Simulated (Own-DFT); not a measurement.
## Calculated data, GaP (zincblende, atoms displaced)

Computed with Own-DFT development build. A calculation, not a measurement: plane-wave PBE density functional theory by an unreviewed code, no spin, of a simulated periodic cell, stress positive in tension, free energy of the whole cell less one offset for each atom, forces on such cells passed a denser k mesh, this cell's mesh not checked; offsets are fitted by least squares, one for each functional and potential file, so energies compare only between cells with the same atoms and settings and are not formation energies; the far tail of each file's local potential was reset to the Coulomb form; each entry is a single point on an unrelaxed cell, so the pressure reflects the starting lattice, mostly measured values (interpolated for alloys), from which strain is counted, and rises with the displacements; printed positions are rounded, which can move forces by about a meV/angstrom; the program, named Own-DFT, is a retired in-house code; no spin-orbit coupling.

Common to all runs: functional PBE; potential files PseudoDojo norm-conserving, scalar-relativistic, standard set; wave cutoff 42 hartree; occupations Fermi-Dirac; smearing width 0.1 eV; hardware one NVIDIA H100; k mesh 3 x 3 x 3 centred on Gamma.

(1) 
```cif
# cell vector a (Å): 10.9010 0.0000 0.0000
# cell vector b (Å): 0.0000 10.9010 0.0000
# cell vector c (Å): 0.0000 0.0000 10.9010
data_GaP
_symmetry_space_group_name_H-M 'P 1'
_symmetry_Int_Tables_number 1
_cell_length_a 10.9010
_cell_length_b 10.9010
_cell_length_c 10.9010
_cell_angle_alpha 90.000
_cell_angle_beta 90.000
_cell_angle_gamma 90.000
_cell_volume 1295.39
loop_
_atom_site_label
_atom_site_type_symbol
_atom_site_fract_x
_atom_site_fract_y
_atom_site_fract_z
_atom_site_occupancy
Ga1 Ga 0.99502 0.99744 0.99409 1
Ga2 Ga 0.99539 0.25126 0.26011 1
Ga3 Ga 0.26025 0.99399 0.25971 1
Ga4 Ga 0.25089 0.25600 0.99365 1
P1 P 0.12242 0.11964 0.12775 1
P2 P 0.11777 0.37657 0.37113 1
P3 P 0.37903 0.13488 0.37291 1
P4 P 0.38109 0.37673 0.12273 1
Ga5 Ga 0.99172 0.99550 0.49387 1
Ga6 Ga 0.00512 0.24512 0.75097 1
Ga7 Ga 0.24857 0.00418 0.74857 1
Ga8 Ga 0.24534 0.24889 0.50192 1
P5 P 0.12141 0.12992 0.61920 1
P6 P 0.12551 0.37817 0.88359 1
P7 P 0.37657 0.13130 0.87111 1
P8 P 0.36680 0.37477 0.63202 1
Ga9 Ga 0.00127 0.49333 0.99427 1
Ga10 Ga 0.99916 0.74732 0.24689 1
Ga11 Ga 0.24473 0.50703 0.25757 1
Ga12 Ga 0.25350 0.75719 0.00225 1
P9 P 0.12844 0.63173 0.12268 1
P10 P 0.11958 0.87977 0.37064 1
P11 P 0.37438 0.62446 0.37180 1
P12 P 0.37377 0.87212 0.12859 1
Ga13 Ga 0.00402 0.49990 0.49184 1
Ga14 Ga 0.99631 0.74669 0.74238 1
Ga15 Ga 0.25308 0.49843 0.74396 1
Ga16 Ga 0.25083 0.74662 0.49844 1
P13 P 0.12878 0.62414 0.61936 1
P14 P 0.12482 0.87919 0.87304 1
P15 P 0.37276 0.62007 0.86991 1
P16 P 0.37672 0.88270 0.62556 1
Ga17 Ga 0.49214 0.99336 0.99502 1
Ga18 Ga 0.49841 0.25655 0.25967 1
Ga19 Ga 0.75458 0.99951 0.25332 1
Ga20 Ga 0.74757 0.25206 0.99938 1
P17 P 0.62543 0.12412 0.12550 1
P18 P 0.62458 0.37251 0.37289 1
P19 P 0.87246 0.12187 0.36811 1
P20 P 0.87619 0.36917 0.11977 1
Ga21 Ga 0.50311 0.00118 0.49463 1
Ga22 Ga 0.49865 0.24976 0.75216 1
Ga23 Ga 0.74916 0.00460 0.75581 1
Ga24 Ga 0.75589 0.24680 0.50066 1
P21 P 0.62707 0.12171 0.62622 1
P22 P 0.62503 0.36495 0.87040 1
P23 P 0.87872 0.12184 0.88179 1
P24 P 0.88175 0.36260 0.62063 1
Ga25 Ga 0.50372 0.49709 0.99661 1
Ga26 Ga 0.50598 0.75417 0.24645 1
Ga27 Ga 0.75097 0.48957 0.24163 1
Ga28 Ga 0.75346 0.74997 0.99143 1
P25 P 0.61792 0.62836 0.11206 1
P26 P 0.62883 0.86868 0.37873 1
P27 P 0.87941 0.62632 0.37053 1
P28 P 0.87648 0.87199 0.12407 1
Ga29 Ga 0.49614 0.49735 0.49607 1
Ga30 Ga 0.50306 0.74624 0.75110 1
Ga31 Ga 0.74877 0.49518 0.74729 1
Ga32 Ga 0.74217 0.74467 0.49850 1
P29 P 0.62546 0.62359 0.62277 1
P30 P 0.61720 0.87607 0.87026 1
P31 P 0.86929 0.62811 0.87688 1
P32 P 0.87791 0.86213 0.62959 1
_calc_free_energy_of_cell_above_offsets '-33.183'  # eV
_calc_pressure 3.28  # GPa
_calc_stress_xx -3.37  # GPa
_calc_stress_yy -3.3  # GPa
_calc_stress_zz -3.17  # GPa
_calc_stress_yz -0.16  # GPa
_calc_stress_xz 0.1  # GPa
_calc_stress_xy -0.01  # GPa
_calc_wall_time 514  # s
```

Force:
```tsv
element	x (eV/Å)	y (eV/Å)	z (eV/Å)
Ga	0.93	-0.311	1.271
Ga	0.422	-0.586	-1.678
Ga	-0.879	0.991	-0.68
Ga	0.176	-0.916	1.493
P	0.53	0.456	-0.042
P	1.287	-0.304	0.294
P	-0.65	-1.087	0.918
P	-0.872	0.146	0.586
Ga	0.214	0.122	0.819
Ga	-0.184	0.319	0.654
Ga	-0.042	0.24	-0.197
Ga	0.277	0.597	-0.499
P	-0.138	-1.359	0.18
P	0.293	-0.342	-2.188
P	-0.655	-0.831	0.48
P	1.328	-0.805	-1.435
Ga	-0.662	1.538	1.102
Ga	0.337	0.413	-0.206
Ga	0.245	-0.643	-1.369
Ga	-0.363	-0.651	-0.871
P	-0.435	-0.856	-0.184
P	0.64	-0.921	0.481
P	0.575	0.528	0.232
P	0.53	0.498	-0.023
Ga	-0.671	0.24	0.922
Ga	1.369	-0.782	1.315
Ga	-1.286	0.674	0.991
Ga	0.097	1.135	-0.088
P	-0.514	-0.371	0.45
P	0.004	-0.66	-0.302
P	0.262	0.584	0.578
P	-0.068	-0.876	-0.324
Ga	0.343	0.899	0.611
Ga	0.375	-0.327	-1.951
Ga	-0.875	-0.659	-1.124
Ga	0.11	-0.878	0.156
P	-0.544	-0.235	0.156
P	0.79	0.486	0.908
P	0.071	0.329	1.241
P	0.268	0.2	0.303
Ga	-0.172	0.105	0.357
Ga	0.142	-0.238	-1.012
Ga	0.39	-0.672	-0.303
Ga	-0.816	-0.331	-0.275
P	-0.118	0.519	-0.355
P	0.235	1.2	0.236
P	-0.771	0.926	-0.985
P	-0.009	1.551	0.464
Ga	-0.469	-0.159	-0.524
Ga	-0.231	-0.704	0.077
Ga	-0.277	1.253	0.03
Ga	-1.089	0.935	0.961
P	1.262	-0.203	0.927
P	-0.346	1.01	-0.76
P	-1.106	-0.601	0.139
P	-0.452	0.089	-0.199
Ga	0.038	-0.009	0.492
Ga	-0.72	0.08	-0.558
Ga	0.416	-0.19	-0.177
Ga	1.454	-0.264	0.289
P	-0.5	-0.723	0.136
P	0.969	-0.111	0.416
P	1.15	-1.344	-1.091
P	-1.618	1.884	-1.264
```

(2) 
```cif
# cell vector a (Å): 10.9010 0.0000 0.0000
# cell vector b (Å): 0.0000 10.9010 0.0000
# cell vector c (Å): 0.0000 0.0000 10.9010
data_GaP
_symmetry_space_group_name_H-M 'P 1'
_symmetry_Int_Tables_number 1
_cell_length_a 10.9010
_cell_length_b 10.9010
_cell_length_c 10.9010
_cell_angle_alpha 90.000
_cell_angle_beta 90.000
_cell_angle_gamma 90.000
_cell_volume 1295.39
loop_
_atom_site_label
_atom_site_type_symbol
_atom_site_fract_x
_atom_site_fract_y
_atom_site_fract_z
_atom_site_occupancy
Ga1 Ga 0.99930 0.00185 0.00173 1
Ga2 Ga 0.99316 0.25277 0.24490 1
Ga3 Ga 0.24682 0.99413 0.25319 1
Ga4 Ga 0.25609 0.24421 0.00279 1
P1 P 0.13189 0.11596 0.12397 1
P2 P 0.12814 0.37997 0.38055 1
P3 P 0.37695 0.12197 0.37199 1
P4 P 0.37449 0.37429 0.13238 1
Ga5 Ga 0.99384 0.00221 0.51382 1
Ga6 Ga 0.99887 0.25066 0.74444 1
Ga7 Ga 0.24737 0.99698 0.75486 1
Ga8 Ga 0.25377 0.24886 0.50028 1
P5 P 0.12372 0.12785 0.62023 1
P6 P 0.12592 0.37867 0.87152 1
P7 P 0.37734 0.13033 0.87547 1
P8 P 0.38321 0.37808 0.62505 1
Ga9 Ga 0.99564 0.50808 0.99785 1
Ga10 Ga 0.99374 0.75556 0.25969 1
Ga11 Ga 0.25058 0.50061 0.25346 1
Ga12 Ga 0.25342 0.75371 0.99580 1
P9 P 0.12791 0.62119 0.12986 1
P10 P 0.12486 0.87710 0.37163 1
P11 P 0.37119 0.61781 0.38233 1
P12 P 0.37982 0.88118 0.12736 1
Ga13 Ga 0.00008 0.49401 0.49880 1
Ga14 Ga 0.99810 0.74571 0.74478 1
Ga15 Ga 0.24601 0.50144 0.75089 1
Ga16 Ga 0.24872 0.75584 0.49706 1
P13 P 0.11870 0.62880 0.62916 1
P14 P 0.12515 0.87479 0.87486 1
P15 P 0.37352 0.62859 0.87512 1
P16 P 0.37792 0.87228 0.62841 1
Ga17 Ga 0.49755 0.00078 0.99497 1
Ga18 Ga 0.50244 0.25322 0.25106 1
Ga19 Ga 0.75090 0.00800 0.25403 1
Ga20 Ga 0.74870 0.25025 0.00115 1
P17 P 0.62038 0.12782 0.11823 1
P18 P 0.62661 0.38416 0.37185 1
P19 P 0.87113 0.12125 0.38900 1
P20 P 0.87686 0.37192 0.12701 1
Ga21 Ga 0.49238 0.98627 0.49882 1
Ga22 Ga 0.50281 0.24898 0.74276 1
Ga23 Ga 0.75277 0.99605 0.75018 1
Ga24 Ga 0.75533 0.24998 0.50082 1
P21 P 0.62386 0.12742 0.62358 1
P22 P 0.62658 0.36890 0.88047 1
P23 P 0.87553 0.12730 0.88136 1
P24 P 0.87840 0.37331 0.61961 1
Ga25 Ga 0.50172 0.49166 0.00411 1
Ga26 Ga 0.49464 0.75214 0.24789 1
Ga27 Ga 0.75231 0.50682 0.25466 1
Ga28 Ga 0.74845 0.74378 0.01038 1
P25 P 0.62107 0.62514 0.11760 1
P26 P 0.63500 0.87943 0.37223 1
P27 P 0.87951 0.62086 0.38003 1
P28 P 0.87506 0.87533 0.12970 1
Ga29 Ga 0.49717 0.50316 0.49799 1
Ga30 Ga 0.49455 0.74929 0.74344 1
Ga31 Ga 0.75267 0.50579 0.75349 1
Ga32 Ga 0.73989 0.74554 0.49934 1
P29 P 0.62393 0.62657 0.62653 1
P30 P 0.63189 0.86332 0.87023 1
P31 P 0.87425 0.62037 0.87215 1
P32 P 0.88285 0.86481 0.62361 1
_calc_free_energy_of_cell_above_offsets '-33.362'  # eV
_calc_pressure 3.26  # GPa
_calc_stress_xx -3.3  # GPa
_calc_stress_yy -3.28  # GPa
_calc_stress_zz -3.19  # GPa
_calc_stress_yz 0.94  # GPa
_calc_stress_xz -0.07  # GPa
_calc_stress_xy 0.14  # GPa
_calc_wall_time 518.3  # s
```

Force:
```tsv
element	x (eV/Å)	y (eV/Å)	z (eV/Å)
Ga	0.149	-0.399	-0.078
Ga	1.366	-1.051	1.26
Ga	0.738	0.577	-0.334
Ga	-0.714	0.899	-0.027
P	-0.803	0.983	0.348
P	-0.094	-1.112	-0.817
P	-0.11	-0.013	0.327
P	-0.199	-0.023	-0.443
Ga	0.807	-0.486	-1.003
Ga	0.236	-0.001	0.794
Ga	0.262	0.78	-0.461
Ga	0.291	0.264	-0.157
P	0.62	-0.349	0.874
P	-0.289	-0.799	0.788
P	-0.03	-0.611	-0.81
P	-1.068	-0.087	0.112
Ga	0.925	-1.047	0.518
Ga	0.613	-0.81	-0.712
Ga	-0.17	-0.253	-0.098
Ga	-0.229	-0.143	0.979
P	-0.535	1.138	-0.423
P	-0.61	0.176	1.248
P	0.054	1.564	-0.869
P	-0.727	-0.392	-0.473
Ga	0.422	0.707	0.525
Ga	0.213	0.278	1.476
Ga	0.563	0.255	-0.321
Ga	-0.26	-0.572	0.489
P	1.058	-0.812	-1.247
P	-0.757	-0.304	0.063
P	0.486	-0.846	-0.047
P	-1.335	0.371	-0.272
Ga	0.783	-0.478	-0.334
Ga	0.2	-0.263	0.117
Ga	-0.019	0.192	-0.848
Ga	0.418	-0.091	0.356
P	0.421	-0.324	0.858
P	0.04	-0.886	0.609
P	0.817	0.359	-1.56
P	-0.869	1.168	-0.689
Ga	1.085	1.275	-0.342
Ga	0.066	0.232	0.82
Ga	0.12	0.212	-0.103
Ga	-1.304	0.603	0.05
P	0.317	-1.069	-0.4
P	-0.157	0.738	-1.118
P	0.041	-0.191	-0.916
P	-0.729	0.468	0.901
Ga	-0.553	0.352	-0.584
Ga	0.64	-0.448	0.601
Ga	-0.031	-0.153	-0.944
Ga	0.723	0.669	-1.107
P	-0.155	-0.5	1.595
P	-1.428	-0.807	0.141
P	-0.635	0.67	0.053
P	-0.269	0.226	-0.207
Ga	0.956	-0.412	0.433
Ga	0.784	-0.509	1.085
Ga	-0.692	-1.362	-0.632
Ga	1.175	0.227	-0.142
P	-0.297	-0.59	-0.009
P	-0.711	0.76	0.456
P	0.067	1.443	0.696
P	-1.676	0.605	-0.045
```

(3) 
```cif
# cell vector a (Å): 10.9010 0.0000 0.0000
# cell vector b (Å): 0.0000 10.9010 0.0000
# cell vector c (Å): 0.0000 0.0000 10.9010
data_GaP
_symmetry_space_group_name_H-M 'P 1'
_symmetry_Int_Tables_number 1
_cell_length_a 10.9010
_cell_length_b 10.9010
_cell_length_c 10.9010
_cell_angle_alpha 90.000
_cell_angle_beta 90.000
_cell_angle_gamma 90.000
_cell_volume 1295.39
loop_
_atom_site_label
_atom_site_type_symbol
_atom_site_fract_x
_atom_site_fract_y
_atom_site_fract_z
_atom_site_occupancy
Ga1 Ga 0.99316 0.00294 0.98962 1
Ga2 Ga 0.99907 0.24617 0.25041 1
Ga3 Ga 0.24607 0.99276 0.25067 1
Ga4 Ga 0.24615 0.24691 0.00331 1
P1 P 0.12662 0.12557 0.12608 1
P2 P 0.11881 0.37793 0.37670 1
P3 P 0.38531 0.12086 0.37629 1
P4 P 0.37620 0.37533 0.12087 1
Ga5 Ga 0.99787 0.00050 0.50077 1
Ga6 Ga 0.00689 0.25701 0.74913 1
Ga7 Ga 0.25629 0.00330 0.75518 1
Ga8 Ga 0.24992 0.24625 0.49606 1
P5 P 0.12577 0.12760 0.62228 1
P6 P 0.11948 0.37730 0.87489 1
P7 P 0.37240 0.11748 0.87541 1
P8 P 0.37452 0.37917 0.62260 1
Ga9 Ga 0.00128 0.49752 0.00373 1
Ga10 Ga 0.99818 0.75482 0.24789 1
Ga11 Ga 0.25769 0.50605 0.25012 1
Ga12 Ga 0.25103 0.74629 0.99932 1
P9 P 0.13751 0.62946 0.13250 1
P10 P 0.12792 0.87254 0.37150 1
P11 P 0.37662 0.61544 0.37905 1
P12 P 0.36987 0.87089 0.12980 1
Ga13 Ga 0.99705 0.50660 0.50526 1
Ga14 Ga 0.99723 0.74923 0.75749 1
Ga15 Ga 0.24835 0.49636 0.74404 1
Ga16 Ga 0.24916 0.75322 0.49543 1
P13 P 0.12408 0.62054 0.62795 1
P14 P 0.12014 0.86817 0.88228 1
P15 P 0.37863 0.62213 0.87449 1
P16 P 0.38036 0.87843 0.62209 1
Ga17 Ga 0.50251 0.00088 0.00119 1
Ga18 Ga 0.49816 0.24242 0.25413 1
Ga19 Ga 0.75065 0.99439 0.24153 1
Ga20 Ga 0.74989 0.24599 0.99873 1
P17 P 0.63041 0.12601 0.13012 1
P18 P 0.62871 0.37566 0.37007 1
P19 P 0.88525 0.12322 0.37519 1
P20 P 0.87852 0.37431 0.11767 1
Ga21 Ga 0.49025 0.00035 0.50602 1
Ga22 Ga 0.49484 0.25402 0.75489 1
Ga23 Ga 0.75118 0.99124 0.75293 1
Ga24 Ga 0.74422 0.24667 0.49827 1
P21 P 0.62870 0.11937 0.62204 1
P22 P 0.62405 0.37427 0.87420 1
P23 P 0.88460 0.12210 0.87184 1
P24 P 0.87863 0.37616 0.62936 1
Ga25 Ga 0.50216 0.49639 0.99683 1
Ga26 Ga 0.49370 0.74974 0.24415 1
Ga27 Ga 0.75023 0.50101 0.25104 1
Ga28 Ga 0.75356 0.74787 0.99912 1
P25 P 0.62572 0.62329 0.11576 1
P26 P 0.62818 0.86630 0.37527 1
P27 P 0.88137 0.63580 0.38093 1
P28 P 0.87166 0.87577 0.13092 1
Ga29 Ga 0.50050 0.50708 0.48987 1
Ga30 Ga 0.50824 0.75030 0.75276 1
Ga31 Ga 0.75083 0.50061 0.74842 1
Ga32 Ga 0.75682 0.75647 0.49687 1
P29 P 0.63607 0.63064 0.62837 1
P30 P 0.62120 0.87910 0.87299 1
P31 P 0.86765 0.62809 0.87621 1
P32 P 0.87457 0.87752 0.62449 1
_calc_free_energy_of_cell_above_offsets '-33.081'  # eV
_calc_pressure 3.39  # GPa
_calc_stress_xx -3.36  # GPa
_calc_stress_yy -3.39  # GPa
_calc_stress_zz -3.43  # GPa
_calc_stress_yz 0.75  # GPa
_calc_stress_xz -0.12  # GPa
_calc_stress_xy 0.28  # GPa
_calc_wall_time 526.1  # s
```

Force:
```tsv
element	x (eV/Å)	y (eV/Å)	z (eV/Å)
Ga	1.13	-0.955	1.944
Ga	0.38	0.765	-0.28
Ga	0.569	1.109	-0.088
Ga	0.277	0.412	-0.551
P	-0.506	-0.75	-0.014
P	0.65	0.052	-0.374
P	-1.861	-0.064	-0.296
P	0.023	-0.455	0.566
Ga	0.781	-0.264	0.172
Ga	-0.382	-0.754	-0.302
Ga	-1.432	-1.155	-1.029
Ga	0.165	0.596	-0.154
P	0.261	-0.522	0.558
P	1.228	0.033	0.367
P	0.694	1.456	0.944
P	0.414	-0.557	-0.453
Ga	0.298	1.227	-0.123
Ga	0.608	-0.455	0.04
Ga	-0.632	-1.498	0.195
Ga	0.346	0.054	-0.166
P	-1.612	-0.318	-0.632
P	-0.895	0.312	0.716
P	-0.586	2.26	-0.885
P	0.393	0.678	-1.093
Ga	0.127	-0.598	-0.325
Ga	0.062	-0.167	-0.842
Ga	0.212	0.218	0.784
Ga	0.308	-0.667	0.781
P	0.121	1.338	-0.05
P	0.75	0.757	-0.616
P	-0.36	0.156	-0.44
P	-1.216	-1.338	1.171
Ga	-0.279	-0.081	0.648
Ga	0.435	1.131	-0.751
Ga	-0.367	0.567	1.925
Ga	0.342	0.168	-0.357
P	-0.588	-0.131	-0.639
P	-0.534	-0.188	0.398
P	-1.742	-0.082	-0.291
P	-0.637	-0.318	1.131
Ga	2.165	-0.068	-0.756
Ga	0.27	-0.591	-0.776
Ga	0.147	1.083	-0.335
Ga	1.002	0.206	0.055
P	-0.634	0.344	0.865
P	0.476	-0.258	-0.089
P	-1.672	1.116	-0.971
P	-0.783	-0.209	-0.651
Ga	-0.089	0.107	0.111
Ga	0.968	-0.802	0.709
Ga	0.691	0.491	-0.469
Ga	-0.722	0.881	0.29
P	-0.202	0.111	0.971
P	-1.031	1.121	-0.462
P	-0.373	-1.127	-0.895
P	0.836	-0.355	-1.807
Ga	1.553	-1.131	1.891
Ga	-0.74	-0.263	-0.509
Ga	0.005	-0.367	0.261
Ga	-0.377	-0.298	0.599
P	-0.799	-0.276	-0.967
P	0.651	-0.442	0.97
P	1.085	-0.871	0.04
P	0.63	-0.371	0.334
```
